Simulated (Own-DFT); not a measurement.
# Response to strain: wurtzite AlGaN with randomly placed atoms, 72 atoms (Al9Ga27N36)

Calculated results; nothing here was measured. They come from Own-DFT, an in-house plane-wave density functional program, since retired, whose code no person has reviewed. Each row is one single-point run on a periodic cell that was not relaxed, without spin or spin-orbit coupling.

Settings of every run: PBE; PseudoDojo norm-conserving scalar-relativistic files; cutoff 42 hartree; 4 x 4 x 3 k mesh centred on Gamma; Fermi-Dirac smearing of 0.1 eV.

Known limits: forces on such cells passed a denser k mesh, each cell not checked; stress not checked against mesh or cutoff.

Unstrained cell vectors in Å: (9.509, 0.000, 0.000); (-4.755, 8.235, 0.000); (0.000, 0.000, 10.268). The unstrained cell has measured lattice constants (interpolated for alloys), not those of this functional. That, the random moves and any unrelaxed bonds set the pressure at no strain. Each run strains this cell uniformly, with the atoms carried along. Every atom was also moved at random, by a Gaussian of width 0.05 Å on each axis. The random placing of the alloy's atoms differs from row to row. Strain is the symmetric tensor, in per cent. Stress is positive in tension, and the pressure is minus a third of its trace.

```
run  e_xx (%)  e_yy (%)  e_zz (%)  s_xx (GPa)  s_yy (GPa)  s_zz (GPa)  P (GPa)  E (meV/atom)
  1      1.25      1.25      0.00       -0.65       -2.51       -5.83     3.00          16.5
  2     -0.25     -0.25      0.00       -7.77       -9.89       -7.60     8.42           9.7
  3      0.75      0.75      0.00       -4.22       -3.20       -6.56     4.66          10.1
  4     -2.75     -2.75      0.00      -24.28      -23.42      -13.60    20.43          69.8
  5     -2.50     -2.50      0.00      -25.14      -23.59      -10.19    19.64          72.8
  6      0.50      0.50      0.00       -3.98       -3.64       -8.83     5.49          12.1
  7     -1.25     -1.25      0.00      -17.38      -15.59       -9.02    13.99          58.8
  8      1.50      1.50      0.00        1.54       -0.26       -6.27     1.66           0.0
  9     -0.75     -0.75      0.00           ?           ?           ?        ?             ?
```

E is the free energy for each atom above the lowest run shown.

## Worked fit

The change of volume is close to e_xx + e_yy + e_zz. A straight line through the runs shown gives P = 8.16 - 226 x (fractional change of volume) GPa, with an error of 6 on the slope and a scatter of 0.49 GPa. The strain isn't the same on all axes and the cell isn't cubic, so the slope belongs to this path and is not the bulk modulus.

## Withheld run

Question: what pressure should run 9 give? Its volume changes by -1.49 %.

The line gives 11.5 GPa. The calculation gave 10.91 GPa.
